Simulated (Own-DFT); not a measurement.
# Strain and stress in diamond silicon, 64 atoms (Si64)

Calculated, not measured: single-point runs of Own-DFT, a retired in-house plane-wave DFT program that no person has reviewed, on unrelaxed cells, without spin or spin-orbit coupling.

Common settings: PBE; PseudoDojo norm-conserving scalar-relativistic files; cutoff 20 hartree; 3 x 3 x 3 k mesh centred on Gamma; Fermi-Dirac smearing of 0.1 eV.

Keep in mind: k mesh not checked against a denser one; stress not checked against mesh or cutoff.

Unstrained cell vectors in Å: (10.862, 0.000, 0.000); (0.000, 10.862, 0.000); (0.000, 0.000, 10.862). The unstrained cell has measured lattice constants (interpolated for alloys), not those of this functional. That, the random moves and any unrelaxed bonds set the pressure at no strain. In each run the cell takes a homogeneous strain; fractional positions stay. Random moves of width 0.05 Å per axis were added to every atom. Strain is the symmetric tensor, in per cent. Stress is positive in tension, and the pressure is minus a third of its trace.

```
run  e_xx (%)  e_yy (%)  e_zz (%)  e_yz (%)  e_xz (%)  e_xy (%)  s_xx (GPa)  s_yy (GPa)  s_zz (GPa)  s_yz (GPa)  s_xz (GPa)  s_xy (GPa)  P (GPa)  E (meV/atom)
  1     -1.58     -1.70     -0.20      0.08     -0.32     -1.41       -6.69       -6.86       -5.44        1.03       -0.48       -4.30     6.33          35.1
  2     -0.67      0.31      1.82     -0.49      0.71     -0.55       -2.06       -1.23        0.13       -1.34        1.62       -0.92     1.05           0.0
  3     -0.71      1.18      1.06      0.23     -1.92      0.73       -2.31       -0.59       -0.73        0.79       -4.05        1.72     1.21          12.9
  4     -1.97     -1.86      1.56      2.00     -0.24     -0.55       -6.26       -6.29       -3.12        5.56       -0.68       -1.05     5.22          40.9
  5     -1.14      0.67     -0.02      0.72     -0.57      1.16       -3.99       -2.48       -3.07        1.84       -0.71        2.56     3.18          20.4
  6      1.49     -1.30      1.37      0.03      0.87     -0.48       -0.26       -2.80       -0.30        0.17        1.68        0.04     1.12          12.3
  7      0.66     -1.63     -1.90      1.62      0.49     -0.51       -4.19       -6.41       -6.56        3.97        0.23       -1.44     5.72          35.2
  8     -1.33      0.27     -1.07      1.01     -0.92     -0.78       -5.29       -3.93       -5.24        1.76       -1.94       -1.50     4.82          25.1
  9     -1.28      1.13      0.50      0.96     -0.01      1.39       -3.57       -1.38       -2.05        2.35       -0.56        3.20     2.33          12.9
 10     -1.67      1.45      0.65      0.68      1.73     -1.85       -4.24       -1.32       -2.26        1.96        4.89       -3.12     2.60          40.1
 11     -1.73     -1.47     -0.06     -0.20     -1.77     -1.82       -6.72       -6.64       -5.40       -0.87       -4.70       -4.58     6.25          38.4
 12      0.10     -1.25     -1.82     -0.74     -1.35      1.49       -4.86       -6.06       -6.64       -2.61       -2.80        3.37     5.85          31.7
 13      1.71     -1.50      0.53     -1.85     -0.72      0.71       -0.39       -3.37       -1.63       -3.07       -1.39        1.03     1.80           9.1
 14      0.07      0.72      0.64      1.55     -0.08     -0.45       -1.72       -1.06       -1.16        3.15        0.36       -0.50     1.32          12.5
 15      0.70     -0.34     -1.15     -1.58      1.35     -1.42       -2.94       -3.77       -4.62       -4.17        2.92       -3.57     3.78          32.6
 16      1.15     -1.95     -1.67      1.89     -1.40     -1.84           ?           ?           ?           ?           ?           ?        ?             ?
```

E is the free energy for each atom above the lowest run shown.

## Analysis

Regress every stress component on the fractional strains (shears doubled) of the visible runs, with a constant. Shear strains stay in the fit of a normal stress only where such slopes are resolved. The slopes, in GPa:

| stress | at no strain | per e_xx | per e_yy | per e_zz | scatter |
|---|---|---|---|---|---|
| s_xx | -2.7 | 165 ± 4 | 71 ± 4 | 75 ± 4 | 0.18 |
| s_yy | -2.7 | 78 ± 3 | 166 ± 3 | 74 ± 3 | 0.13 |
| s_zz | -2.8 | 77 ± 4 | 71 ± 4 | 167 ± 4 | 0.16 |

The slope of each shear stress on twice its own strain, from a fit on all six strains: yz 117 ± 9, xz 114 ± 9, xy 111 ± 8 GPa. These are stiffnesses along x, y and z of the frame in which the cell vectors are given, which need not be the crystal's axes. No internal relaxation is included, and where it is allowed it would reduce some of the slopes. Slopes across the diagonal should nearly agree, so their difference gauges the noise. A ninth of the table's sum, 105 ± 2 GPa, estimates the bulk modulus near the mean pressure of these runs, 3.5 GPa, so it lies above the value at zero pressure.

## Prediction

Question: what normal stresses and pressure should run 16 give?

Estimate: s_xx = -3.5, s_yy = -6.3, s_zz = -6.1 and P = 5.3 GPa. Computed: -3.62, -6.54, -6.35 and P = 5.50 GPa.
